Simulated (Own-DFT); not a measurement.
# Computed records: Si₂₃GeO₄₈ (quartz with substituted atoms, atoms displaced)

All values are calculated (Own-DFT development build). A calculation, not a measurement: plane-wave PBE and HSE06 DFT by an unreviewed code, no spin, of a simulated cell at Gamma alone, so results move with cell size and shape, stress positive in tension, energies less offsets, not probed for a lower state with spin; oxygen file: force components 24 meV/angstrom off all-electron in a glass; k mesh not checked against a denser one; forces and stress are PBE's, HSE06 gives the energy alone, and its difference from PBE has offsets of its own; offsets are fitted by least squares, one for each functional and potential file, so energies compare only between cells with the same atoms and settings and are not formation energies; the far tail of each file's local potential was reset to the Coulomb form; each entry is a single point on an unrelaxed cell, so the pressure reflects the starting lattice, mostly measured values (interpolated for alloys), from which strain is counted, and rises with the displacements; printed positions are rounded, which can move forces by about a meV/angstrom; the program, named Own-DFT, is a retired in-house code; no spin-orbit coupling.

Common to all runs: first functional PBE; second functional HSE06; exact exchange share 0.25; screening 0.11 1/bohr; exchange divergence Gygi-Baldereschi; potential files PseudoDojo norm-conserving, scalar-relativistic, made for PBE, standard set; wave cutoff 48 hartree; occupations fixed; k mesh 1 x 1 x 1 centred on Gamma.

(1) Si₂₃GeO₄₈ (quartz with substituted atoms, atoms displaced)

```xyz
72
Lattice="9.8268 0.0000 0.0000 -4.9134 8.5103 0.0000 0.0000 0.0000 10.8104" Properties=species:S:1:pos:R:3 Si23GeO48
Si     2.2434     0.0326     0.0360
Si     8.6371     1.9996     3.6316
Si     1.2416     2.2297     1.8085
O      1.4141     1.0360     0.6679
O      2.7397     2.4561     2.4713
O      3.2453     0.5626     4.2539
O     -1.0867     3.1609     4.7761
O      0.3279     1.7751     2.9961
O      0.8435     3.6222     1.2244
Si    -2.6408     8.3934     5.3582
Si     8.6118     2.0977     8.9794
Si     1.2991     2.3069     7.1919
O      1.3796     1.1033     6.0677
O      2.6973     2.5020     7.8269
O      3.1866     0.5818     9.6442
O     -1.0495     3.0970    10.1711
O      0.3654     1.7985     8.3925
O      0.7480     3.6636     6.6501
Si    -0.1836     4.2161    10.7925
Si     6.1719     6.1658     3.5901
Si    -1.0916     6.4796     1.8345
O     -1.0880     5.3342     0.6341
O      0.2402     6.7536     2.4532
O      0.7218     4.8832     4.2766
O     -3.5736     7.3672     4.8288
O     -2.1897     5.9962     2.9342
O     -1.5988     7.8556     1.2748
Si    -0.1490     4.1628     5.4557
Si     6.1452     6.2138     9.0745
Si    -1.1872     6.5324     7.2117
O     -1.1350     5.3334     6.0740
O      0.2865     6.7789     7.9044
O      0.7651     4.8015     9.6624
O     -3.3963     7.4321    10.2681
O     -2.1462     5.9898     8.3962
O     -1.6578     7.8851     6.4328
Si     2.2683     8.4387     0.0945
Ge     3.6634     1.9687     3.6147
Si     6.2773     2.2230     1.8818
O      6.2744     1.1219     0.5471
O      7.6310     2.6068     2.4721
O      8.0939     0.6002     4.2650
O      3.8354     3.0252     4.7903
O      5.2592     1.8321     3.0101
O      5.7313     3.6834     1.1842
Si     2.3467     8.4930     5.3927
Si     3.7561     1.9792     9.0434
Si     6.3065     2.2615     7.2574
O      6.3190     1.2140     6.1041
O      7.6186     2.4971     7.8412
O      8.2785     0.5701     9.6860
O      3.8642     3.1393    10.1739
O      5.1836     1.8512     8.3981
O      5.7131     3.5610     6.5509
Si     4.7863     4.1591     0.0328
Si     1.2344     6.2927     3.5044
Si     3.8380     6.4216     1.6977
O      3.9073     5.3914     0.6083
O      5.2574     6.7202     2.4490
O      5.6985     4.8582     4.2075
O      1.3153     7.3569     4.7434
O      2.7326     6.0468     2.9716
O      3.2130     7.8133     1.2041
Si     4.6729     4.2958     5.5083
Si     1.2732     6.3340     9.0458
Si     3.6738     6.5264     7.2158
O      3.7855     5.3672     6.0583
O      5.1960     6.7440     7.9106
O      5.7055     4.9641     9.6658
O      1.4478     7.3481    10.0921
O      2.8146     5.9786     8.3126
O      3.1769     7.9272     6.5855
```

The calculation gives: PBE energy of cell above offsets -13.068 eV; HSE06 less PBE above offsets -0.249 eV; PBE pressure 12.74 GPa; PBE stress xx -12.65 GPa; PBE stress yy -13.47 GPa; PBE stress zz -12.11 GPa; PBE stress yz -1.05 GPa; PBE stress xz -4.44 GPa; PBE stress xy -1.45 GPa.

Force:
```csv
element,x (eV/Å),y (eV/Å),z (eV/Å)
Si,10.07,-1.787,0.994
Si,1.014,0.548,0.027
Si,3.024,-0.935,-0.491
O,-5.231,7.189,4.626
O,-6.096,2.828,-7.485
O,-1.614,-5.295,1.582
O,-2.186,-3.611,-1.695
O,-2.798,-0.926,1.689
O,-1.827,1.745,-2.276
Si,1.286,6.355,1.043
Si,3.921,-5.467,0.973
Si,-0.31,-3.616,-0.355
O,-0.181,0.353,-0.352
O,4.031,0.282,2.409
O,1.077,1.242,-0.279
O,-1.938,-0.516,0.444
O,-3.183,0.253,1.065
O,0.123,1.103,-0.346
Si,2.738,1.02,2.204
Si,2.991,3.262,0.986
Si,-6.345,-1.54,-2.51
O,-0.44,1.158,1.189
O,2.926,1.605,-0.534
O,0.631,0.66,-0.891
O,-3.901,-5.355,-3.676
O,0.543,-0.504,0.454
O,-1.636,2.714,-2.574
Si,0.56,5.317,-0.196
Si,4.992,7.749,-2.529
Si,0.086,-0.895,-0.775
O,0.326,0.344,0.633
O,-0.982,0.547,-1.261
O,1.599,2.557,-1.504
O,-5.468,-8.364,-4.773
O,-1.3,0.431,0.558
O,2.353,-1.905,3.295
Si,3.403,1.805,-3.377
Ge,4.82,-1.865,0.903
Si,-4.192,0.487,-3.793
O,-0.923,2.261,2.723
O,4.193,-0.262,1.641
O,2.424,2.048,-3.085
O,0.892,6.366,5.969
O,1.716,-1.195,-0.548
O,1.346,-2.031,1.254
Si,-5.723,0.026,1.302
Si,-2.284,0.03,-1.615
Si,-8.85,-0.523,-2.493
O,1.155,-3.443,-2.439
O,6.457,2.015,2.627
O,-1.499,0.986,0.53
O,-2.01,-1.945,-0.834
O,1.817,-0.558,-0.396
O,-0.968,2.479,-0.549
Si,1.937,3.198,-0.9
Si,2.899,-2.796,5.199
Si,-1.339,2.627,6.224
O,-0.446,-2.674,-2.837
O,-2.131,0.804,-2.023
O,-2.584,-3.49,3.247
O,0.813,1.252,0.514
O,1.424,-0.224,-1.767
O,0.097,0.597,0.066
Si,4.393,-5.858,-4.085
Si,0.81,-7.931,-4.5
Si,4.602,1.497,-1.92
O,-2.549,3.698,1.624
O,-1.609,0.521,-1.482
O,-3.007,-7.766,4.324
O,-0.023,3.654,4.8
O,-5.438,-1.217,4.701
O,1.52,-1.119,1.321
```

(2) Si₂₃GeO₄₈ (quartz with substituted atoms, atoms displaced)

```xyz
72
Lattice="9.8268 0.0000 0.0000 -4.9134 8.5103 0.0000 0.0000 0.0000 10.8104" Properties=species:S:1:pos:R:3 Si23GeO48
Si    -2.5920     8.4512    10.7629
Si    -1.0922     2.0395     3.6260
Si     1.2542     2.3323     1.8304
O      1.3612     1.0851     0.6548
O      2.7333     2.5291     2.4425
O      3.2440     0.5920     4.2442
O     -1.1413     3.1247     4.9309
O      0.2887     1.7458     2.9243
O      0.7741     3.5980     1.1681
Si     2.3361     0.0169     5.3838
Si     8.6623     1.9873     9.0103
Si     1.3313     2.2198     7.1869
O      1.3972     1.1317     6.0247
O      2.7263     2.5137     7.8245
O      3.3023     0.6839     9.6924
O     -1.1341     3.1133    10.1421
O      0.2271     1.7379     8.2910
O      0.7973     3.6243     6.5946
Ge    -0.0987     4.2902    10.7209
Si    -3.5900     6.2604     3.5830
Si    -0.9731     6.4944     1.8492
O     -1.1228     5.3540     0.5576
O      0.3494     6.7229     2.4482
O      0.8226     4.8593     4.2961
O     -3.6229     7.3845     4.7480
O     -2.1182     6.0684     2.9303
O     -1.6060     7.7942     1.1062
Si    -0.1992     4.3310     5.4178
Si     6.1566     6.2043     9.0488
Si    -1.1692     6.4785     7.2161
O     -1.1207     5.3625     6.0832
O      0.2294     6.7345     7.8151
O      0.8034     4.8595     9.6553
O     -3.5496     7.3509    10.1717
O     -2.1781     6.0000     8.2181
O     -1.6540     7.8307     6.6398
Si     7.2011     0.0185    10.7614
Si     3.7097     2.0476     3.6033
Si     6.1948     2.2366     1.7017
O      6.2716     1.0926     0.6209
O      7.6900     2.5572     2.4809
O      8.1827     0.6736     4.1250
O      3.8737     3.1041     4.8497
O      5.3628     1.7656     2.8152
O      5.6245     3.6475     1.1615
Si     2.2270     8.4909     5.3953
Si     3.7595     1.9754     8.9567
Si     6.2042     2.2745     7.1986
O      6.3287     1.0827     6.0239
O      7.7601     2.5293     7.7827
O      8.1771     0.6929     9.6802
O      3.7869     3.1058    10.1463
O      5.1218     1.7888     8.4159
O      5.6441     3.5970     6.5567
Si     4.8630     4.2175    10.7873
Si     1.2741     6.3090     3.6821
Si     3.7555     6.4427     1.8467
O      3.8385     5.3675     0.5652
O      5.2391     6.7056     2.4496
O      5.6785     4.9167     4.2978
O      1.3541     7.3358     4.7353
O      2.7290     5.8938     2.8872
O      3.2998     7.9111     1.2658
Si     4.7403     4.2409     5.3603
Si     1.3137     6.2723     9.0846
Si     3.7193     6.5179     7.2303
O      3.7825     5.4038     6.0601
O      5.1629     6.6114     7.9650
O      5.7023     4.7784     9.6621
O      1.3039     7.3860    10.0947
O      2.8007     5.9894     8.3515
O      3.3102     7.8687     6.5979
```

It finds PBE energy of cell above offsets -14.170 eV; HSE06 less PBE above offsets -0.168 eV; PBE pressure 11.63 GPa; PBE stress xx -10.6 GPa; PBE stress yy -12.72 GPa; PBE stress zz -11.57 GPa; PBE stress yz 1.63 GPa; PBE stress xz 2.92 GPa; PBE stress xy -1.74 GPa.

Force:
```csv
element,x (eV/Å),y (eV/Å),z (eV/Å)
Si,1.086,2.211,2.42
Si,-2.414,2.424,0.305
Si,2.031,-5.108,-1.734
O,0.398,0.701,0.738
O,0.759,0.371,0.582
O,1.897,1.729,-1.906
O,0.103,-1.349,-2.352
O,0.753,-0.216,1.14
O,0.479,2.474,0.551
Si,-1.185,-3.302,2.29
Si,1.092,2.633,-1.639
Si,-2.744,1.302,0.078
O,-0.149,-0.282,-0.491
O,1.727,-0.153,0.702
O,-1.349,-2.976,0.713
O,-1.618,-1.706,-0.673
O,1.774,-0.612,-0.067
O,-0.634,1.055,-1.118
Ge,-4.636,-5.528,5.854
Si,0.834,-0.146,0.798
Si,-8.797,-1.603,-5.245
O,-2.615,5.052,4.148
O,5.098,1.316,2.005
O,0.017,1.03,-0.88
O,1.409,1.155,0.756
O,0.388,-0.481,0.783
O,0.086,0.832,-0.398
Si,2.435,-3.752,1.415
Si,3.935,-1.097,-0.018
Si,0.908,-0.124,-1.783
O,-1.195,1.278,-0.465
O,4.739,-0.178,2.93
O,7.724,4.661,-8.682
O,-0.648,-1.102,-0.644
O,-5.298,-1.807,5.51
O,-1.98,4.099,-3.507
Si,2.423,-1.999,2.357
Si,3.003,-1.329,-0.704
Si,5.983,3.464,-1.31
O,-0.615,0.081,-1.135
O,-0.929,0.282,-1.48
O,-2.762,-4.143,3.619
O,-2.686,-3.87,-2.939
O,-8.395,-2.076,7.713
O,2.565,-1.54,2.504
Si,6.923,-0.822,-1.542
Si,-5.13,3.309,2.872
Si,1.266,-1.148,1.363
O,-2.954,3.58,2.626
O,-3.168,-0.389,-0.816
O,-1.408,-3.46,1.014
O,0.914,0.713,0.259
O,8.051,-0.703,-4.427
O,0.05,0.733,-0.227
Si,-6.99,-0.499,-0.123
Si,2.524,-6.884,-5.02
Si,1.325,0.724,-3.127
O,0.141,0.936,0.979
O,-1.039,0.131,-1.092
O,0.991,-0.085,-1.253
O,0.002,4.125,4.17
O,-2.599,-0.067,2.76
O,-1.978,0.498,-2.513
Si,1.064,3.944,3.59
Si,0.034,-3.236,-6.754
Si,2.62,-1.863,-1.019
O,0.581,-1.097,-0.979
O,-1.807,1.473,-2.517
O,3.21,1.735,-3.128
O,0.858,3.826,3.628
O,-4.026,-0.443,3.316
O,-2.449,3.296,-2.781
```

(3) Si₂₃GeO₄₈ (quartz with substituted atoms, atoms displaced)

```xyz
72
Lattice="9.8268 0.0000 0.0000 -4.9134 8.5103 0.0000 0.0000 0.0000 10.8104" Properties=species:S:1:pos:R:3 Si23GeO48
Si    -2.7120     8.4634     0.0250
Si     8.6421     1.9879     3.5819
Si     1.2855     2.2306     1.7869
O      1.4365     1.1477     0.5711
O      2.7935     2.3889     2.3545
O      3.2723     0.5849     4.2235
O     -1.1391     3.0633     4.8339
O      0.3063     1.8554     3.0140
O      0.6861     3.6444     1.1739
Si    -2.6091     8.5060     5.3662
Si    -1.1127     2.0170     9.0674
Si     1.3185     2.2746     7.1828
O      1.3400     1.1559     6.0440
O      2.8107     2.4791     7.8530
O      3.2737     0.6750     9.6528
O     -1.0718     3.1554    10.2005
O      0.2938     1.8343     8.4222
O      0.7429     3.5643     6.5606
Si    -0.1108     4.1430    10.7079
Ge     6.2355     6.1820     3.5852
Si    -1.2333     6.5586     1.7431
O     -0.9936     5.3705     0.6182
O      0.1827     6.6730     2.5009
O      0.7828     4.8594     4.2541
O     -3.5445     7.1856     4.7580
O     -2.0727     6.0062     3.0521
O     -1.6763     7.9005     1.2366
Si    -0.0854     4.2312     5.3166
Si    -3.5261     6.2883     9.0566
Si    -1.1643     6.4890     7.1923
O     -1.0689     5.4388     6.0718
O      0.2973     6.8025     7.8941
O      0.8273     4.8629     9.7750
O     -3.4659     7.3563    10.1343
O     -2.1998     5.9895     8.3861
O     -1.6781     7.8393     6.5431
Si     2.2338     8.4409    10.7854
Si     3.7396     1.9032     3.6308
Si     6.2448     2.2055     1.9245
O      6.2710     1.0971     0.6272
O      7.6363     2.4796     2.4521
O      8.1383     0.6190     4.1966
O      3.8608     3.1648     4.7642
O      5.3033     1.7240     2.9304
O      5.6774     3.6868     1.1834
Si     7.1410     0.0710     5.4593
Si     3.8074     1.9982     9.1438
Si     6.1418     2.2452     7.2224
O      6.3275     1.2204     6.0452
O      7.6479     2.4949     7.8119
O      8.0961     0.7412     9.7064
O      3.8259     3.1207    10.1585
O      5.1502     1.7292     8.4210
O      5.7060     3.6072     6.4274
Si     4.8314     4.2549    10.7929
Si     1.2156     6.1888     3.5611
Si     3.8119     6.5429     1.7809
O      3.8092     5.3411     0.6735
O      5.2332     6.7183     2.3481
O      5.5726     4.7831     4.2086
O      1.3577     7.3189     4.8028
O      2.7340     5.9866     2.9822
O      3.2330     7.8479     1.1479
Si     4.6568     4.2360     5.3763
Si     1.2588     6.2241     8.8936
Si     3.8161     6.4842     7.2754
O      3.8918     5.4889     6.0635
O      5.1683     6.7735     7.8629
O      5.6992     4.9322     9.6907
O      1.3895     7.3005    10.3008
O      2.6528     6.0390     8.4275
O      3.2302     7.8982     6.5168
```

The calculation gives: PBE energy of cell above offsets -13.544 eV; HSE06 less PBE above offsets -0.293 eV; PBE pressure 12.66 GPa; PBE stress xx -13.9 GPa; PBE stress yy -13.65 GPa; PBE stress zz -10.43 GPa; PBE stress yz -1.56 GPa; PBE stress xz 0.48 GPa; PBE stress xy -2.59 GPa.

Force:
```csv
element,x (eV/Å),y (eV/Å),z (eV/Å)
Si,7.115,2.038,-0.39
Si,0.167,0.652,1.907
Si,-0.176,1.788,-0.547
O,-2.949,2.406,1.736
O,0.679,-0.188,1.377
O,-1.002,-2.8,1.308
O,0.679,0.756,-0.687
O,0.866,-0.79,-0.498
O,2.035,-2.524,1.716
Si,-2.045,-2.468,1.45
Si,-3.263,1.178,-2.532
Si,1.671,-1.485,3.41
O,0.848,-2.021,-1.69
O,-0.893,-0.014,-0.174
O,-3.048,-5.29,3.335
O,-4.285,-4.354,-2.508
O,2.369,-0.413,-1.199
O,-0.595,2.983,-1.445
Si,0.368,5.661,5.961
Ge,-2.373,-4.668,-4.02
Si,2.745,-6.861,1.5
O,-1.33,1.147,0.231
O,0.254,1.159,-0.926
O,1.466,-0.965,-1.612
O,1.467,9.522,8.591
O,3.997,-0.79,-2.604
O,-2.917,4.544,-2.95
Si,-4.704,-1.367,4.49
Si,-4.906,-2.618,-2.795
Si,0.051,0.756,1.922
O,1.497,-3.441,-2.652
O,-3.714,1.263,-3.067
O,2.917,2.512,-4.952
O,-1.968,0.349,1.426
O,3.992,-0.281,-2.191
O,-0.797,1.844,-0.687
Si,3.11,3.437,1.977
Si,2.842,5.408,-2.843
Si,-0.061,2.482,-9.828
O,-0.69,1.797,1.869
O,3.554,1.259,0.627
O,-1.13,-1.193,1.161
O,-5.311,-7.366,-4.134
O,-7.256,-2.33,6.711
O,1.898,-2.682,1.877
Si,2.857,-4.42,-3.356
Si,-2.317,0.73,-4.498
Si,0.92,2.32,1.596
O,-2.302,0.324,-0.288
O,0.668,-0.158,1.498
O,-0.432,-2.619,0.737
O,0.645,3.4,2.89
O,3.578,-0.152,-2.114
O,0.025,-0.498,1.801
Si,-3.053,-0.052,2.031
Si,3.552,3.459,0.567
Si,-3.87,-3.279,0.359
O,0.279,0.112,-0.569
O,1.15,1.741,-1.096
O,0.09,-1.548,-0.634
O,-0.334,0.525,-0.245
O,0.458,0.44,-0.825
O,-0.237,2.083,-0.867
Si,4.1,4.727,3.162
Si,-1.734,-0.685,8.818
Si,-5.782,2.051,-1.776
O,-0.574,-1.887,-0.901
O,5.197,0.537,3.51
O,1.272,0.628,-1.718
O,-2.949,-4.215,-4.066
O,6.932,-0.586,-3.432
O,0.685,-1.009,1.774
```
